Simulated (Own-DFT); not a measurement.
# Response to strain: wurtzite AlGaN with randomly placed atoms, 96 atoms (Al36Ga12N48)

These are calculations, not measurements. They come from Own-DFT, an in-house plane-wave density functional program, since retired, whose code no person has reviewed. Each row is one single-point run on a periodic cell that was not relaxed, without spin or spin-orbit coupling.

Settings of every run: PBE; PseudoDojo norm-conserving scalar-relativistic files (stringent for Ga); cutoff 96 hartree; 3 x 4 x 3 k mesh centred on Gamma; Gaussian smearing of 0.01 eV.

Known limits: k mesh not checked against a denser one; stress not checked against mesh or cutoff.

Unstrained cell vectors in Å: (12.525, 0.000, 0.000); (-4.697, 8.135, 0.000); (0.000, 0.000, 10.066). The unstrained cell has measured lattice constants (interpolated for alloys), not those of this functional. That, the random moves and any unrelaxed bonds set the pressure at no strain. Each run strains this cell uniformly, with the atoms carried along. Every atom was also moved at random, by a Gaussian of width 0.05 Å on each axis. The random placing of the alloy's atoms differs from row to row. Strain is the symmetric tensor, in per cent. Stress is positive in tension, and the pressure is minus a third of its trace.

| run | e_xx (%) | e_yy (%) | e_zz (%) | s_xx (GPa) | s_yy (GPa) | s_zz (GPa) | P (GPa) | E (meV/atom) |
|---|---|---|---|---|---|---|---|---|
| 1 | -0.75 | -0.75 | 0.00 | -11.54 | -10.88 | -7.32 | 9.91 | 23.2 |
| 2 | 1.25 | 1.25 | 0.00 | 0.83 | 1.90 | -6.75 | 1.34 | 10.0 |
| 3 | 1.00 | 1.00 | 0.00 | -1.59 | 1.37 | -5.71 | 1.98 | 0.0 |
| 4 | 2.75 | 2.75 | 0.00 | 9.39 | 6.71 | -4.43 | -3.89 | 16.0 |
| 5 | 1.75 | 1.75 | 0.00 | 3.64 | 2.89 | -4.27 | -0.76 | 6.7 |
| 6 | 2.00 | 2.00 | 0.00 | 4.65 | 3.62 | -4.00 | -1.42 | 7.4 |
| 7 | 2.50 | 2.50 | 0.00 | 6.21 | 7.18 | -4.88 | -2.84 | 21.1 |
| 8 | -1.00 | -1.00 | 0.00 | -9.94 | -14.95 | -9.21 | 11.37 | 38.5 |
| 9 | 1.50 | 1.50 | 0.00 | ? | ? | ? | ? | ? |

E is the free energy for each atom above the lowest run shown.

## Worked fit

The change of volume is close to e_xx + e_yy + e_zz. A straight line through the runs shown gives P = 6.81 - 201 x (fractional change of volume) GPa, with an error of 8 on the slope and a scatter of 0.56 GPa. The strain isn't the same on all axes and the cell isn't cubic, so the slope belongs to this path and is not the bulk modulus.

## Withheld run

Question: what pressure should run 9 give? Its volume changes by 3.02 %.

The line gives 0.7 GPa. The calculation gave -0.04 GPa.
